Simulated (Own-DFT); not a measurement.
# Response to strain: hcp Ru, 36 atoms (Ru36)

All numbers below are calculated, not measured. They come from Own-DFT, an in-house plane-wave density functional program, since retired, whose code no person has reviewed. Each row is one single-point run on a periodic cell that was not relaxed, without spin or spin-orbit coupling.

Settings of every run: PBE; PseudoDojo norm-conserving scalar-relativistic files; cutoff 50 hartree; 5 x 5 x 4 k mesh centred on Gamma; cold (Marzari-Vanderbilt) smearing of 0.2 eV.

Known limits: forces on such cells failed a check on a denser k mesh; stress not checked against mesh or cutoff.

Unstrained cell vectors in Å: (8.118, 0.000, 0.000); (-4.059, 7.030, 0.000); (0.000, 0.000, 8.563). The unstrained cell has measured lattice constants (interpolated for alloys), not those of this functional. That, the random moves and any unrelaxed bonds set the pressure at no strain. Each run strains this cell uniformly, with the atoms carried along. Every atom was also moved at random, by a Gaussian of width 0.05 Å on each axis. Strain is the symmetric tensor, in per cent. Stress is positive in tension, and the pressure is minus a third of its trace.

| run | e_xx (%) | e_yy (%) | e_zz (%) | e_yz (%) | e_xz (%) | e_xy (%) | s_xx (GPa) | s_yy (GPa) | s_zz (GPa) | s_yz (GPa) | s_xz (GPa) | s_xy (GPa) | P (GPa) | E (meV/atom) |
|---|---|---|---|---|---|---|---|---|---|---|---|---|---|---|
| 1 | -0.37 | -1.26 | 1.34 | 1.30 | -1.65 | 1.69 | -10.55 | -14.33 | -2.83 | 4.74 | -6.38 | 6.84 | 9.24 | 24.4 |
| 2 | 1.72 | -1.74 | 0.56 | -1.78 | -0.72 | -1.85 | 0.26 | -15.11 | -4.86 | -7.26 | -2.32 | -7.78 | 6.57 | 13.0 |
| 3 | 1.80 | -1.26 | 1.05 | 0.68 | 1.24 | 0.83 | 1.93 | -10.34 | 0.01 | 2.89 | 4.33 | 3.63 | 2.80 | 0.4 |
| 4 | 0.79 | 0.35 | -0.87 | -1.02 | 0.10 | 1.31 | -5.27 | -5.35 | -11.39 | -3.79 | 0.32 | 5.21 | 7.34 | 2.3 |
| 5 | 0.83 | -1.40 | 0.71 | 1.65 | 0.39 | 1.43 | -3.42 | -15.14 | -4.73 | 6.54 | 0.96 | 5.99 | 7.76 | 16.3 |
| 6 | -0.11 | 1.26 | 0.94 | -1.33 | 1.68 | 1.00 | -4.78 | 0.63 | -0.33 | -4.39 | 6.05 | 3.77 | 1.49 | 5.2 |
| 7 | 0.38 | -0.75 | -0.17 | -1.25 | -1.52 | 0.58 | -7.61 | -10.97 | -10.66 | -4.53 | -5.61 | 2.49 | 9.75 | 5.7 |
| 8 | -1.41 | -0.34 | -0.15 | 0.62 | 0.32 | 0.32 | -19.11 | -12.86 | -12.41 | 2.64 | 1.32 | 1.56 | 14.79 | 23.0 |
| 9 | -0.19 | -0.50 | 1.94 | 1.10 | -1.35 | 1.87 | -6.87 | -8.39 | 2.82 | 3.90 | -4.45 | 7.57 | 4.15 | 11.6 |
| 10 | 0.32 | -0.64 | -1.65 | -1.73 | 0.60 | 0.88 | -10.05 | -15.15 | -20.09 | -7.45 | 2.04 | 3.57 | 15.10 | 19.4 |
| 11 | 1.83 | 0.17 | -0.58 | -0.87 | -1.84 | 1.08 | 2.05 | -4.78 | -8.08 | -3.42 | -6.75 | 4.22 | 3.60 | 2.5 |
| 12 | 1.49 | 1.60 | 0.09 | 1.42 | -1.58 | -1.17 | 4.07 | 3.26 | -1.70 | 5.13 | -5.12 | -3.87 | -1.88 | 0.0 |
| 13 | -1.63 | 0.70 | -1.66 | -1.05 | -1.95 | -0.28 | -20.29 | -11.12 | -22.61 | -4.81 | -8.21 | -1.34 | 18.01 | 40.5 |
| 14 | 1.69 | -0.67 | 1.42 | -1.77 | 1.59 | -0.95 | 1.97 | -5.92 | 1.86 | -5.92 | 4.97 | -3.79 | 0.70 | 14.3 |
| 15 | 0.92 | 0.84 | 1.80 | 0.84 | 1.89 | -0.08 | 1.57 | 2.53 | 4.60 | 2.53 | 6.72 | -0.43 | -2.90 | 6.3 |
| 16 | -0.60 | 0.74 | -1.27 | 0.11 | -1.63 | 0.72 | ? | ? | ? | ? | ? | ? | ? | ? |

E is the free energy for each atom above the lowest run shown.

## Worked fit

Each stress component was fitted by least squares to a constant and the strains of the runs shown, as fractions, with shears doubled. Shear strains stay in the fit of a normal stress only where such slopes are resolved. The slopes, in GPa:

```
stress,at no strain,per e_xx,per e_yy,per e_zz,scatter
s_xx,-8.5,618 ± 18,173 ± 19,174 ± 17,0.72
s_yy,-8.4,193 ± 22,604 ± 23,191 ± 21,0.86
s_zz,-8.8,207 ± 20,169 ± 21,638 ± 19,0.79
```

Each shear stress against twice its own strain: yz 185 ± 8, xz 178 ± 6, xy 198 ± 3 GPa. These are stiffnesses along x, y and z of the frame in which the cell vectors are given, which need not be the crystal's axes. The atoms are held to the strained lattice; where symmetry lets them move under strain, relaxing them would lower some slopes. The table should be nearly symmetric about its diagonal, and what it lacks of that shows the noise. A ninth of its sum, 330 ± 5 GPa, estimates the bulk modulus near the mean pressure of these runs, 6.4 GPa, so it lies above the value at zero pressure.

## Withheld run

Question: what normal stresses and pressure should run 16 give?

The fit gives s_xx = -13.2, s_yy = -7.5, s_zz = -16.9 and P = 12.5 GPa. The calculation gave -13.60, -7.49, -17.47 and P = 12.85 GPa.
